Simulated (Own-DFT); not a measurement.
# One host, several defects: zincblende GaAs

Source: density functional calculations with Own-DFT, an unreviewed in-house program that is no longer used. Nothing was measured or relaxed, and spin and spin-orbit coupling are left out.

Method: PBE; PseudoDojo norm-conserving scalar-relativistic files; cutoff 42 hartree; 3 x 3 x 3 k mesh centred on Gamma; Fermi-Dirac smearing of 0.1 eV.

Keep in mind (not all hold for every row): not probed for a lower state with spin; forces not confirmed at this smearing and k mesh; stress not checked against mesh or cutoff.

All runs share one cell, with vectors in Å (11.737, 0.000, 0.000); (0.000, 11.737, 0.000); (0.000, 0.000, 10.833) and a volume of 1492.4 Å³, strained against the parent crystal. The atoms are randomly displaced, by u rms on each axis. The defect's site can differ from row to row.

```
                             cell     formula   u (Å)  P (GPa)
                        no defect    As32Ga32  0.0298     1.25
                        no defect    As32Ga32  0.0324     1.31
                        no defect    As32Ga32  0.0481     1.46
one As vacancy and one Ga vacancy    As31Ga31  0.0279        ?
one As vacancy and one Ga vacancy    As31Ga31  0.0309     0.95
one As vacancy and one Ga vacancy    As31Ga31  0.0485     1.19
one As vacancy and one Ga vacancy    As31Ga31  0.0497     1.34
              one In on a Ga site  As32Ga31In  0.0497     2.09
              one In on a Ga site  As32Ga31In  0.0506     2.20
              one In on a Ga site  As32Ga31In  0.0514     2.19
              one P on an As site   As31Ga32P  0.0288     1.01
              one P on an As site   As31Ga32P  0.0298     1.02
              one P on an As site   As31Ga32P  0.0306     1.00
              one Al on a Ga site  AlAs32Ga31  0.0319     1.26
              one Al on a Ga site  AlAs32Ga31  0.0437     1.42
              one Al on a Ga site  AlAs32Ga31  0.0486     1.51
```

## Worked fit

P = P0 + c u² + a shift for each defect gives P0 = 1.08 GPa, c = 185 ± 24 GPa/Å² and a scatter of 0.04 GPa. The shifts, and each times the cell's volume:

- one In on a Ga site: 0.61 ± 0.05 GPa, 5.7 eV
- one Al on a Ga site: -0.01 ± 0.04 GPa, -0.1 eV (not resolved)
- one P on an As site: -0.23 ± 0.04 GPa, -2.1 eV
- one As vacancy and one Ga vacancy: -0.27 ± 0.04 GPa, -2.5 eV

Against the defect-free cell, a freed cell would be larger where the shift is positive and smaller where it is negative (160.2 GPa Å³ is 1 eV). The atoms around the defects weren't relaxed, which would change these numbers.

## The run left out

The question: what pressure belongs in the blank (one As vacancy and one Ga vacancy, u = 0.0279 Å)?

The fitted form gives 0.95 ± 0.06 GPa. Computed: 0.92 GPa.
